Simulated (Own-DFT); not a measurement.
## Calculated data, Hf16O31 (monoclinic hafnia with two neutral oxygen vacancies, strained, atoms displaced), Hf31SiO64 (monoclinic hafnia with substituted atoms, atoms displaced), Hf32O63 (monoclinic hafnia with one neutral oxygen vacancy, atoms displaced)

A calculation, not a measurement: plane-wave PBE and HSE06 DFT by an unreviewed code, no spin, of a simulated cell at Gamma alone, so results move with cell size and shape, stress positive in tension, energies less offsets, not probed for a lower state with spin; hafnium file: forces about 75 meV/angstrom off all-electron values; oxygen file: force components 24 meV/angstrom off all-electron in a glass; k mesh not checked against a denser one; forces and stress are PBE's, HSE06 gives the energy alone, and its difference from PBE has offsets of its own; offsets are fitted by least squares, one for each functional and potential file, so energies compare only between cells with the same atoms and settings and are not formation energies; the far tail of each file's local potential was reset to the Coulomb form; each entry is a single point on an unrelaxed cell, so the pressure reflects the starting lattice, mostly measured values, from which strain is counted, and rises with the displacements; printed positions are rounded, which can move forces by about a meV/angstrom; the program is a retired in-house code; no spin-orbit coupling. Program: Own-DFT development build.

Common to all runs: first functional PBE; second functional HSE06; exact exchange share 0.25; screening 0.11 1/bohr; exchange divergence Gygi-Baldereschi; potential files PseudoDojo norm-conserving, scalar-relativistic, made for PBE, standard set; wave cutoff 48 hartree; occupations fixed; k mesh 1 x 1 x 1 centred on Gamma.

```yaml
- entry: 1
  formula: Hf16O31
  kind: "monoclinic hafnia with two neutral oxygen vacancies, strained, atoms displaced"
  structure:
    cell_angstrom:
      - [10.2713, 0.1771, -0.0295]
      - [0.1791, 10.3876, -0.1793]
      - [-1.7318, -0.2103, 10.438]
    atoms_fractional:
      - [Hf, 0.13254, 0.01381, 0.1102]
      - [Hf, 0.36336, 0.26571, 0.15844]
      - [Hf, 0.35126, 0.47195, 0.39289]
      - [Hf, 0.15509, 0.23981, 0.35622]
      - [O, 0.03452, 0.15453, 0.1805]
      - [O, 0.4612, 0.40781, 0.0788]
      - [O, 0.46469, 0.33666, 0.32577]
      - [O, 0.21801, 0.38043, 0.235]
      - [O, 0.27574, 0.12956, 0.00908]
      - [O, 0.28039, 0.1242, 0.25503]
      - [O, 0.21984, 0.36323, 0.4941]
      - [Hf, 0.14042, 0.03328, 0.60418]
      - [Hf, 0.36499, 0.26969, 0.65541]
      - [Hf, 0.34471, 0.48093, 0.89973]
      - [Hf, 0.12503, 0.24745, 0.84393]
      - [O, 0.02984, 0.16406, 0.65541]
      - [O, 0.46182, 0.42358, 0.58345]
      - [O, 0.47318, 0.33931, 0.82295]
      - [O, 0.03285, 0.08095, 0.91904]
      - [O, 0.23447, 0.38263, 0.74619]
      - [O, 0.26803, 0.12337, 0.75766]
      - [O, 0.23188, 0.37712, 0.99859]
      - [Hf, 0.14306, 0.50565, 0.10169]
      - [Hf, 0.36393, 0.77154, 0.1449]
      - [Hf, 0.3554, 0.98247, 0.39106]
      - [Hf, 0.13138, 0.73231, 0.36351]
      - [O, 0.03114, 0.66084, 0.17385]
      - [O, 0.47255, 0.91364, 0.08397]
      - [O, 0.46495, 0.8373, 0.3188]
      - [O, 0.02662, 0.58705, 0.4167]
      - [O, 0.22684, 0.87528, 0.22159]
      - [O, 0.27473, 0.63765, 0.00781]
      - [O, 0.29031, 0.62379, 0.26833]
      - [O, 0.22306, 0.86437, 0.47739]
      - [Hf, 0.13371, 0.52478, 0.60651]
      - [Hf, 0.36879, 0.77379, 0.64453]
      - [Hf, 0.35743, 0.97258, 0.89905]
      - [Hf, 0.13597, 0.72392, 0.85357]
      - [O, 0.03553, 0.67107, 0.66643]
      - [O, 0.46168, 0.91354, 0.57269]
      - [O, 0.4608, 0.83471, 0.81641]
      - [O, 0.03085, 0.58809, 0.92237]
      - [O, 0.22643, 0.87418, 0.73672]
      - [O, 0.28277, 0.6288, 0.51045]
      - [O, 0.27484, 0.63573, 0.74433]
      - [O, 0.23496, 0.86796, 0.9981]
      - [Hf, 0.6364, 0.01205, 0.11136]
      - [Hf, 0.86625, 0.26093, 0.15009]
      - [Hf, 0.86331, 0.48097, 0.37649]
      - [Hf, 0.65181, 0.23539, 0.36113]
      - [O, 0.54256, 0.17272, 0.18045]
      - [O, 0.95855, 0.41665, 0.05961]
      - [O, 0.96655, 0.35225, 0.33681]
      - [O, 0.53358, 0.08909, 0.41866]
      - [O, 0.726, 0.368, 0.23888]
      - [O, 0.76877, 0.14701, 0.00607]
      - [O, 0.77099, 0.11096, 0.25723]
      - [O, 0.71473, 0.37562, 0.48884]
      - [Hf, 0.64779, 0.03016, 0.59924]
      - [Hf, 0.86514, 0.26002, 0.66241]
      - [Hf, 0.88204, 0.47993, 0.88424]
      - [Hf, 0.63882, 0.22994, 0.85738]
      - [O, 0.53454, 0.16393, 0.67331]
      - [O, 0.96076, 0.41843, 0.57006]
      - [O, 0.96501, 0.34346, 0.8288]
      - [O, 0.53758, 0.07751, 0.92647]
      - [O, 0.73998, 0.37969, 0.74394]
      - [O, 0.76554, 0.13183, 0.51241]
      - [O, 0.77961, 0.11479, 0.76758]
      - [O, 0.73226, 0.37582, 0.98941]
      - [Hf, 0.62741, 0.51166, 0.10121]
      - [Hf, 0.8445, 0.7806, 0.14471]
      - [Hf, 0.8583, 0.9868, 0.39529]
      - [Hf, 0.64374, 0.7158, 0.34457]
      - [O, 0.54203, 0.67719, 0.17971]
      - [O, 0.95786, 0.91662, 0.06636]
      - [O, 0.97165, 0.82877, 0.32468]
      - [O, 0.55488, 0.59121, 0.43808]
      - [O, 0.72232, 0.8895, 0.23986]
      - [O, 0.7724, 0.62489, 0.99271]
      - [O, 0.77545, 0.61507, 0.26574]
      - [O, 0.72778, 0.87926, 0.49304]
      - [Hf, 0.63868, 0.51554, 0.61571]
      - [Hf, 0.86144, 0.7658, 0.64585]
      - [Hf, 0.84946, 0.97695, 0.88841]
      - [Hf, 0.64936, 0.71432, 0.85398]
      - [O, 0.5344, 0.66386, 0.67832]
      - [O, 0.96064, 0.91596, 0.56969]
      - [O, 0.9582, 0.83747, 0.82579]
      - [O, 0.54741, 0.58392, 0.91268]
      - [O, 0.72176, 0.88744, 0.74946]
      - [O, 0.76664, 0.63866, 0.51539]
      - [O, 0.796, 0.62167, 0.76932]
      - [O, 0.70915, 0.85546, 0.97395]
  results:
    "PBE_energy_of_cell_above_offsets [eV]": "-75.335"
    "HSE06_less_PBE_above_offsets [eV]": "1.510"
    "PBE_pressure [GPa]": 7.9
    "PBE_stress_xx [GPa]": -7.38
    "PBE_stress_yy [GPa]": -8.51
    "PBE_stress_zz [GPa]": -7.82
    "PBE_stress_yz [GPa]": -4.91
    "PBE_stress_xz [GPa]": -1.03
    "PBE_stress_xy [GPa]": 7.46
    force_element: [Hf, Hf, Hf, Hf, O, O, O, O, O, O, O, Hf, Hf, Hf, Hf, O, O, O, O, O, O, O, Hf, Hf, Hf, Hf, O, O, O, O, O, O, O, O, Hf, Hf, Hf, Hf, O, O, O, O, O, O, O, O, Hf, Hf, Hf, Hf, O, O, O, O, O, O, O, O, Hf, Hf, Hf, Hf, O, O, O, O, O, O, O, O, Hf, Hf, Hf, Hf, O, O, O, O, O, O, O, O, Hf, Hf, Hf, Hf, O, O, O, O, O, O, O, O]
    "force_x [eV/angstrom]": [0.789, 1.903, 1.947, -2.889, -0.964, 0.62, 0.078, -0.06, -0.551, -0.39, 1.062, 1.368, 1.439, 4.658, 4.181, -0.867, -0.661, -1.245, 0.419, -2.317, 0.362, -0.736, -3.637, 0.104, 1.942, 2.103, 0.238, -0.503, -0.091, 1.223, -1.372, -0.187, -0.578, 0.563, 0.383, -0.092, 1.03, 0.141, -0.147, 0.656, 0.737, 3.188, -1.286, -1.469, -1.124, -0.7, -1.933, -0.581, -3.389, -2.732, -0.447, 1.999, 4.862, -0.236, -0.269, 0.643, 1.688, 0.915, -3.201, -2.022, -8.255, -0.841, -0.015, 0.184, 4.009, -0.058, -1.442, 2.297, 0.346, -1.138, 1.51, 4.166, 0.937, -2.824, 0.37, -1.11, -3.776, -2.524, 0.622, 0.857, 0.807, 0.111, 0.015, -1.149, 1.12, -1.569, 1.239, 1.227, 1.908, -3.8, -0.223, 1.734, -0.515, 1.213]
    "force_y [eV/angstrom]": [-0.249, -1.639, 3.716, -2.508, 1.781, 1.457, 0.232, -0.796, 0.592, 0.075, 0.939, -4.795, 0.204, 1.223, -5.731, 2.467, -1.174, 0.677, 1.592, 0.397, 0.797, -1.428, 5.195, 0.4, -1.736, -3.15, -0.29, 0.056, 0.707, 0.159, 0.79, -2.504, -1.119, 2.494, -0.12, 0.457, 0.562, 3.053, -0.019, 1.602, 0.255, 0.74, 1.458, -1.43, -2.885, 0.193, 2.893, 1.622, 2.617, -0.627, -0.602, -1.34, -6.181, 0.113, 0.558, -2.275, 1.803, -0.183, -3.749, 1.953, 5.583, -0.236, 0.499, -0.517, -5.81, 0.687, -0.612, 0.888, 2.671, -0.042, -0.073, -2.81, -2.818, 3.227, -2.811, -0.694, 3.203, -1.388, -2.271, 0.105, 0.963, -0.064, 1.196, 2.151, -0.645, 1.794, -0.863, 1.103, -1.285, -2.677, -0.737, -0.808, 0.526, 3.264]
    "force_z [eV/angstrom]": [-3.168, -2.822, 2.291, -0.104, 1.013, -0.598, 0.962, 1.468, 0.513, 1.252, 0.461, -1.316, -1.381, -0.603, 2.977, 2.196, -0.452, 1.002, -0.676, 0.266, -0.291, -2.236, 1.355, 0.675, 1.157, -2.289, -0.544, -0.627, 1.045, 1.294, 2.509, -0.693, -0.895, 1.211, -2.473, -1.067, -0.458, -0.335, 0.795, -0.845, 2.083, -0.216, 0.146, -0.284, 2.762, -2.169, -3.301, -1.937, 6.371, -0.886, -0.664, 2.837, -3.023, 0.378, -0.493, 1.193, 0.621, 0.35, 0.139, -4.721, 4.26, 1.216, 0.33, 1.901, -2.948, -0.452, -0.15, -0.011, -2.162, 0.073, -2.208, -2.124, 1.72, 5.914, -3.206, 1.51, -0.623, -1.804, 1.022, 3.938, -3.533, -1.11, -2.352, -1.008, 2.36, -1.703, -0.362, 0.199, 0.01, 2.088, -2.387, 0.445, -2.541, 3.942]
- entry: 2
  formula: Hf31SiO64
  kind: "monoclinic hafnia with substituted atoms, atoms displaced"
  structure:
    cell_angstrom: [[10.234, 0.0, 0.0], [0.0, 10.35, 0.0], [-1.6955, 0.0, 10.4453]]
    atoms_fractional:
      - [Hf, 0.1404, 0.01715, 0.10428]
      - [Hf, 0.36287, 0.26888, 0.14646]
      - [Hf, 0.363, 0.48153, 0.39344]
      - [Hf, 0.1423, 0.23318, 0.35267]
      - [O, 0.03924, 0.16999, 0.17622]
      - [O, 0.46243, 0.41846, 0.07348]
      - [O, 0.45811, 0.33133, 0.32676]
      - [O, 0.0365, 0.07942, 0.42311]
      - [O, 0.22623, 0.37991, 0.23838]
      - [O, 0.27301, 0.13372, 0.00488]
      - [O, 0.27824, 0.12496, 0.26277]
      - [O, 0.22291, 0.37145, 0.48949]
      - [Hf, 0.13577, 0.02448, 0.60479]
      - [Hf, 0.36084, 0.2684, 0.64828]
      - [Hf, 0.36493, 0.48443, 0.89674]
      - [Hf, 0.13815, 0.22916, 0.85537]
      - [O, 0.04014, 0.16502, 0.67854]
      - [O, 0.46734, 0.41472, 0.58054]
      - [O, 0.46003, 0.33431, 0.82679]
      - [O, 0.04279, 0.08686, 0.91944]
      - [O, 0.23523, 0.38059, 0.73761]
      - [O, 0.27766, 0.12671, 0.51104]
      - [O, 0.27708, 0.12145, 0.76443]
      - [O, 0.23034, 0.37019, 0.99405]
      - [Hf, 0.13629, 0.52332, 0.1026]
      - [Hf, 0.36257, 0.76785, 0.14417]
      - [Hf, 0.35972, 0.98014, 0.39333]
      - [Hf, 0.14231, 0.73211, 0.35894]
      - [O, 0.03266, 0.66575, 0.17608]
      - [O, 0.46431, 0.91855, 0.07759]
      - [O, 0.46597, 0.83542, 0.32091]
      - [O, 0.03895, 0.58502, 0.41995]
      - [O, 0.2226, 0.87328, 0.24121]
      - [O, 0.27593, 0.62643, 0.00716]
      - [O, 0.27501, 0.62056, 0.25977]
      - [O, 0.21831, 0.87107, 0.48859]
      - [Hf, 0.14379, 0.51947, 0.60548]
      - [Hf, 0.3615, 0.76665, 0.64321]
      - [Hf, 0.35874, 0.97978, 0.89764]
      - [Hf, 0.14181, 0.72615, 0.85231]
      - [O, 0.03479, 0.66868, 0.66636]
      - [O, 0.46086, 0.91548, 0.57186]
      - [O, 0.4593, 0.83989, 0.82386]
      - [O, 0.04034, 0.58524, 0.92487]
      - [O, 0.22389, 0.88158, 0.74057]
      - [O, 0.27392, 0.62782, 0.51059]
      - [O, 0.27507, 0.62276, 0.75889]
      - [O, 0.22363, 0.87328, 0.99177]
      - [Hf, 0.63788, 0.0196, 0.10687]
      - [Hf, 0.85828, 0.27046, 0.14868]
      - [Hf, 0.85652, 0.47784, 0.39373]
      - [Hf, 0.63709, 0.23473, 0.3608]
      - [O, 0.5331, 0.17095, 0.16848]
      - [O, 0.9582, 0.41168, 0.07683]
      - [O, 0.95952, 0.3343, 0.32689]
      - [O, 0.53509, 0.08418, 0.42314]
      - [O, 0.72503, 0.38084, 0.24179]
      - [O, 0.77084, 0.12918, 0.01465]
      - [O, 0.77196, 0.12646, 0.25766]
      - [O, 0.72153, 0.37286, 0.49199]
      - [Hf, 0.64758, 0.01972, 0.60483]
      - [Hf, 0.86083, 0.27143, 0.64779]
      - [Hf, 0.85747, 0.48186, 0.89161]
      - [Hf, 0.63871, 0.22635, 0.85688]
      - [O, 0.54174, 0.16237, 0.67274]
      - [O, 0.96658, 0.41595, 0.57651]
      - [O, 0.9627, 0.33381, 0.8263]
      - [O, 0.54246, 0.08308, 0.92472]
      - [O, 0.72782, 0.37865, 0.73791]
      - [O, 0.77984, 0.12453, 0.51417]
      - [O, 0.77835, 0.12052, 0.76421]
      - [O, 0.72721, 0.37456, 0.99092]
      - [Si, 0.63598, 0.51805, 0.10434]
      - [Hf, 0.86013, 0.77355, 0.14311]
      - [Hf, 0.85958, 0.98129, 0.39573]
      - [Hf, 0.63576, 0.73096, 0.35413]
      - [O, 0.53892, 0.6627, 0.17364]
      - [O, 0.95828, 0.9155, 0.07661]
      - [O, 0.96689, 0.83337, 0.32726]
      - [O, 0.54215, 0.58655, 0.4219]
      - [O, 0.72365, 0.88442, 0.24152]
      - [O, 0.77637, 0.62915, 0.00906]
      - [O, 0.77965, 0.6192, 0.25885]
      - [O, 0.72864, 0.87456, 0.48955]
      - [Hf, 0.6392, 0.51984, 0.6023]
      - [Hf, 0.86005, 0.77405, 0.64883]
      - [Hf, 0.86342, 0.98674, 0.89963]
      - [Hf, 0.63483, 0.72694, 0.85743]
      - [O, 0.53651, 0.66666, 0.67075]
      - [O, 0.95852, 0.91865, 0.57572]
      - [O, 0.9641, 0.8359, 0.8247]
      - [O, 0.53844, 0.58519, 0.92174]
      - [O, 0.72882, 0.88206, 0.74179]
      - [O, 0.77577, 0.62635, 0.50773]
      - [O, 0.77138, 0.62294, 0.76061]
      - [O, 0.72739, 0.86479, 0.99172]
  results:
    "PBE_energy_of_cell_above_offsets [eV]": "-90.192"
    "HSE06_less_PBE_above_offsets [eV]": "0.157"
    "PBE_pressure [GPa]": 2.56
    "PBE_stress_xx [GPa]": -2.03
    "PBE_stress_yy [GPa]": -2.47
    "PBE_stress_zz [GPa]": -3.18
    "PBE_stress_yz [GPa]": 0.41
    "PBE_stress_xz [GPa]": 0.03
    "PBE_stress_xy [GPa]": -0.38
    force_element: [Hf, Hf, Hf, Hf, O, O, O, O, O, O, O, O, Hf, Hf, Hf, Hf, O, O, O, O, O, O, O, O, Hf, Hf, Hf, Hf, O, O, O, O, O, O, O, O, Hf, Hf, Hf, Hf, O, O, O, O, O, O, O, O, Hf, Hf, Hf, Hf, O, O, O, O, O, O, O, O, Hf, Hf, Hf, Hf, O, O, O, O, O, O, O, O, Si, Hf, Hf, Hf, O, O, O, O, O, O, O, O, Hf, Hf, Hf, Hf, O, O, O, O, O, O, O, O]
    "force_x [eV/angstrom]": [-0.788, -0.21, -0.143, -1.262, -0.083, 2.845, 0.945, 0.283, -0.469, 0.29, 0.055, 0.453, 0.075, 1.099, -0.261, 0.788, -0.994, -0.091, 1.473, -1.707, -1.371, -0.157, 0.294, -0.342, -1.08, 0.143, 0.412, -1.79, 0.465, -0.33, -0.181, -0.636, 0.432, 0.329, 0.587, 0.645, -1.639, 0.222, 0.649, -1.201, 0.213, 0.557, 1.03, -0.992, -0.238, 0.959, 0.356, -0.091, -0.322, 0.831, 1.793, -0.623, 0.523, 1.519, 0.709, 0.349, -1.504, 1.032, -0.213, 0.071, -1.852, 1.214, 0.681, -0.813, -0.568, -0.251, 0.321, -1.176, -0.467, -0.06, 0.266, -1.647, -1.167, 0.057, 1.266, 1.544, 1.135, 1.912, -0.617, -1.666, 0.063, -0.996, -1.005, -1.031, -0.185, 0.92, 0.269, 0.649, -0.461, 0.77, 0.475, -0.226, -0.679, 0.053, 0.256, -0.692]
    "force_y [eV/angstrom]": [0.856, 0.446, -0.27, -0.399, -0.752, 1.497, 0.159, 0.951, 0.181, -0.836, -0.737, 0.081, -1.17, -0.102, -1.379, 1.248, 0.657, 0.245, -0.658, -1.506, 0.293, 0.282, 0.204, 0.464, -0.658, 0.151, -0.207, -0.805, -0.155, -0.447, -0.083, -0.791, 0.95, 0.756, 0.15, 0.191, 0.164, 1.732, 0.444, 1.21, -0.169, -0.168, -1.062, -0.436, -0.275, -0.055, -0.047, -0.513, 0.632, 0.374, 1.46, -1.173, -0.383, 1.097, -0.546, 0.281, 1.262, -0.042, -0.289, -0.617, -0.397, 0.302, -0.32, 0.72, 0.58, -0.389, 0.133, -0.568, 0.152, 1.079, 0.55, 0.481, 0.416, -1.469, -0.539, -0.024, -1.734, 1.562, 0.52, -1.069, -0.516, -1.043, 0.004, -0.744, 0.431, -0.469, -1.555, 1.411, 0.201, 0.306, 0.037, -1.098, 0.071, 0.553, -0.119, 0.852]
    "force_z [eV/angstrom]": [0.283, -0.709, 0.45, 0.266, -0.736, 1.129, 0.634, -0.263, 0.329, 1.258, -0.527, -0.121, -0.235, -0.296, -0.273, -0.015, -0.552, -0.665, 0.389, 0.956, 0.252, -0.039, -0.461, -0.715, 0.666, 0.129, 1.052, -0.816, -0.768, 0.124, 0.123, 0.367, -0.72, 0.424, -0.08, 0.35, -0.987, 0.153, -0.641, -0.672, 0.798, 0.157, 0.274, -0.546, -0.122, 0.043, 0.152, -0.021, -0.008, -0.252, 0.423, -1.22, 0.476, -0.337, 0.32, -0.265, -1.378, -0.424, 1.063, -0.248, 0.071, -0.063, 1.132, -0.441, 0.279, 0.256, 0.195, -0.316, 0.191, -0.188, -0.075, 0.348, -0.617, 1.456, -0.494, -0.216, -1.255, -0.044, -0.005, 0.016, -0.132, 0.659, -0.514, -0.083, 0.494, -0.585, -0.579, -0.653, 0.18, 0.454, 0.671, 1.681, 0.049, 0.56, 0.064, -0.422]
- entry: 3
  formula: Hf32O63
  kind: "monoclinic hafnia with one neutral oxygen vacancy, atoms displaced"
  structure:
    cell_angstrom: [[10.234, 0.0, 0.0], [0.0, 10.35, 0.0], [-1.6955, 0.0, 10.4453]]
    atoms_fractional:
      - [Hf, 0.13822, 0.01973, 0.11622]
      - [Hf, 0.36832, 0.27621, 0.13629]
      - [Hf, 0.36833, 0.46484, 0.38006]
      - [Hf, 0.1351, 0.22708, 0.35387]
      - [O, 0.03303, 0.16438, 0.16536]
      - [O, 0.45701, 0.42673, 0.07511]
      - [O, 0.46018, 0.33999, 0.33283]
      - [O, 0.04043, 0.08472, 0.42196]
      - [O, 0.23262, 0.38443, 0.22378]
      - [O, 0.28636, 0.12147, 0.01009]
      - [O, 0.29409, 0.12358, 0.27359]
      - [O, 0.23681, 0.37749, 0.50312]
      - [Hf, 0.15062, 0.02354, 0.60634]
      - [Hf, 0.36121, 0.27784, 0.65562]
      - [Hf, 0.36401, 0.48159, 0.88096]
      - [Hf, 0.13777, 0.22107, 0.84386]
      - [O, 0.04357, 0.16388, 0.66509]
      - [O, 0.45701, 0.43005, 0.57295]
      - [O, 0.46758, 0.33138, 0.82367]
      - [O, 0.03718, 0.07926, 0.90832]
      - [O, 0.22875, 0.39928, 0.74343]
      - [O, 0.27586, 0.12252, 0.51144]
      - [O, 0.28148, 0.11793, 0.76264]
      - [O, 0.23989, 0.37007, 0.99742]
      - [Hf, 0.14058, 0.51552, 0.10206]
      - [Hf, 0.36252, 0.7608, 0.13988]
      - [Hf, 0.36841, 0.98129, 0.40215]
      - [Hf, 0.1326, 0.7369, 0.35906]
      - [O, 0.04451, 0.67137, 0.1683]
      - [O, 0.44337, 0.91196, 0.07192]
      - [O, 0.47288, 0.816, 0.32057]
      - [O, 0.0216, 0.57415, 0.41438]
      - [O, 0.22574, 0.87813, 0.22335]
      - [O, 0.2814, 0.63095, 0.01065]
      - [O, 0.23049, 0.87093, 0.48243]
      - [Hf, 0.13439, 0.50168, 0.60913]
      - [Hf, 0.36683, 0.77498, 0.66026]
      - [Hf, 0.36747, 0.97569, 0.89915]
      - [Hf, 0.1362, 0.73168, 0.86095]
      - [O, 0.05098, 0.67251, 0.68824]
      - [O, 0.45073, 0.92156, 0.57907]
      - [O, 0.46647, 0.82739, 0.81749]
      - [O, 0.04187, 0.58921, 0.90884]
      - [O, 0.23193, 0.88289, 0.73364]
      - [O, 0.28674, 0.63277, 0.51093]
      - [O, 0.27507, 0.63324, 0.76765]
      - [O, 0.22362, 0.87023, 0.98478]
      - [Hf, 0.63453, 0.01567, 0.10428]
      - [Hf, 0.86541, 0.26554, 0.14493]
      - [Hf, 0.86984, 0.48887, 0.40314]
      - [Hf, 0.63304, 0.22669, 0.3471]
      - [O, 0.53841, 0.17441, 0.18499]
      - [O, 0.968, 0.40602, 0.07438]
      - [O, 0.95788, 0.33011, 0.32423]
      - [O, 0.53383, 0.10386, 0.42765]
      - [O, 0.71936, 0.3711, 0.23801]
      - [O, 0.77149, 0.13014, 0.99407]
      - [O, 0.77141, 0.12906, 0.26357]
      - [O, 0.72864, 0.36929, 0.49259]
      - [Hf, 0.64763, 0.01926, 0.59454]
      - [Hf, 0.88162, 0.27081, 0.65596]
      - [Hf, 0.8548, 0.48124, 0.87919]
      - [Hf, 0.63641, 0.22796, 0.8569]
      - [O, 0.54186, 0.16623, 0.68316]
      - [O, 0.97005, 0.40714, 0.56526]
      - [O, 0.96325, 0.33179, 0.82133]
      - [O, 0.53656, 0.09082, 0.91784]
      - [O, 0.73556, 0.37528, 0.7486]
      - [O, 0.79063, 0.13881, 0.51886]
      - [O, 0.76964, 0.11969, 0.75546]
      - [O, 0.71515, 0.37941, 0.97396]
      - [Hf, 0.63903, 0.51442, 0.0876]
      - [Hf, 0.86317, 0.77504, 0.15099]
      - [Hf, 0.86281, 0.98153, 0.39726]
      - [Hf, 0.63589, 0.74216, 0.35408]
      - [O, 0.52887, 0.66443, 0.16029]
      - [O, 0.9692, 0.91295, 0.07961]
      - [O, 0.96388, 0.82387, 0.32362]
      - [O, 0.54748, 0.57671, 0.41283]
      - [O, 0.71579, 0.88984, 0.23908]
      - [O, 0.77351, 0.64776, 0.00382]
      - [O, 0.77719, 0.62414, 0.25324]
      - [O, 0.71945, 0.86585, 0.47035]
      - [Hf, 0.62935, 0.51804, 0.60015]
      - [Hf, 0.84863, 0.77771, 0.64767]
      - [Hf, 0.8598, 0.98477, 0.90685]
      - [Hf, 0.6452, 0.74574, 0.86027]
      - [O, 0.53015, 0.66847, 0.67689]
      - [O, 0.96135, 0.91033, 0.58227]
      - [O, 0.96726, 0.84008, 0.8216]
      - [O, 0.53471, 0.57578, 0.92254]
      - [O, 0.7148, 0.86864, 0.73694]
      - [O, 0.7932, 0.63614, 0.5066]
      - [O, 0.76638, 0.62338, 0.76806]
      - [O, 0.71965, 0.87375, 0.98789]
  results:
    "PBE_energy_of_cell_above_offsets [eV]": "-79.226"
    "HSE06_less_PBE_above_offsets [eV]": "0.609"
    "PBE_pressure [GPa]": 10.05
    "PBE_stress_xx [GPa]": -10.48
    "PBE_stress_yy [GPa]": -9.4
    "PBE_stress_zz [GPa]": -10.28
    "PBE_stress_yz [GPa]": -0.21
    "PBE_stress_xz [GPa]": -2.07
    "PBE_stress_xy [GPa]": 0.78
    force_element: [Hf, Hf, Hf, Hf, O, O, O, O, O, O, O, O, Hf, Hf, Hf, Hf, O, O, O, O, O, O, O, O, Hf, Hf, Hf, Hf, O, O, O, O, O, O, O, Hf, Hf, Hf, Hf, O, O, O, O, O, O, O, O, Hf, Hf, Hf, Hf, O, O, O, O, O, O, O, O, Hf, Hf, Hf, Hf, O, O, O, O, O, O, O, O, Hf, Hf, Hf, Hf, O, O, O, O, O, O, O, O, Hf, Hf, Hf, Hf, O, O, O, O, O, O, O, O]
    "force_x [eV/angstrom]": [2.747, -1.02, -4.412, 0.455, 0.559, 1.487, 4.789, -0.937, -0.9, -1.033, -1.96, -1.547, -0.277, 2.604, -0.201, 0.546, 0.41, 0.572, -1.018, -0.143, -0.297, 0.441, -0.351, -1.752, -0.484, -1.136, -0.412, 3.141, -0.649, 4.456, -4.402, 6.03, -0.358, -0.737, -1.214, 0.857, -2.008, -1.636, 1.216, -2.001, 3.394, 0.634, -2.677, -1.043, -1.857, 1.274, -0.41, -1.225, -1.471, -6.375, 3.216, -0.372, -0.395, 1.88, -0.909, 0.361, 0.366, 1.309, -0.626, -1.883, -4.803, 0.962, 1.615, -1.08, 0.203, 2.564, -1.689, -0.744, -0.73, 1.157, 0.862, -0.412, -0.002, 1.015, 1.762, 1.461, -0.362, -2.062, -0.176, 0.944, 0.577, -0.067, 0.734, 0.521, 3.973, 2.279, -1.851, 1.91, 0.318, -2.16, 0.855, 0.003, -1.141, 0.8, 0.145]
    "force_y [eV/angstrom]": [-0.936, -0.666, 8.818, 1.079, -0.004, -0.61, -6.035, -0.865, -1.33, 0.887, 0.598, -2.15, -2.963, -1.426, 2.603, 0.107, 0.673, -1.609, 0.829, 0.496, -4.123, 1.573, 1.531, -0.679, 1.949, -1.194, -1.3, -3.451, -0.113, 2.328, 3.974, 3.511, -0.08, -1.322, 1.102, 7.157, -3.623, -0.164, 0.931, -1.345, 1.661, 2.575, -3.507, 1.354, -0.339, -1.179, 1.125, 1.518, 2.441, -2.4, 4.315, -2.375, 0.629, -0.981, -3.107, 0.838, 0.084, -2.219, 0.429, 2.469, -0.216, 1.057, 0.775, -0.248, -0.726, 0.158, -2.477, 0.492, -2.909, -1.214, -0.229, 1.542, -3.191, 0.434, -7.307, -0.244, 1.234, 2.804, 0.029, -0.262, -1.498, 0.278, 4.137, 0.592, -2.678, -0.888, -4.803, -1.153, 1.485, 1.067, 1.403, 2.278, 0.106, 0.062, 2.619]
    "force_z [eV/angstrom]": [-2.863, 0.29, 3.674, 0.1, 1.363, 0.288, -2.692, -0.416, 2.24, 0.383, -1.192, -2.039, -0.484, -2.063, 3.77, 3.522, 0.645, 1.423, 0.243, 1.014, 0.731, 0.321, -0.573, -3.312, -1.234, 0.477, -1.009, 0.249, -0.098, 1.028, 0.797, 0.74, 2.589, 0.115, -0.284, -2.138, -5.09, -1.282, -1.117, -3.612, -0.27, 4.607, 1.992, 0.894, -0.551, 0.249, 0.07, -0.368, 0.39, -3.197, 2.993, -3.662, -0.676, -0.061, 1.603, -1.451, 3.08, -0.706, 0.735, 2.016, -3.606, 2.864, -2.24, -2.197, 1.769, 1.881, 2.065, -2.121, -1.483, 0.406, 1.346, 3.134, -0.933, 0.424, -2.988, 0.098, -0.362, 1.287, 0.715, -0.311, 0.619, -0.19, 4.216, -0.638, 0.423, -2.864, -1.661, -0.537, -1.625, 0.716, -1.642, -0.7, 1.484, -1.53, 1.997]
```
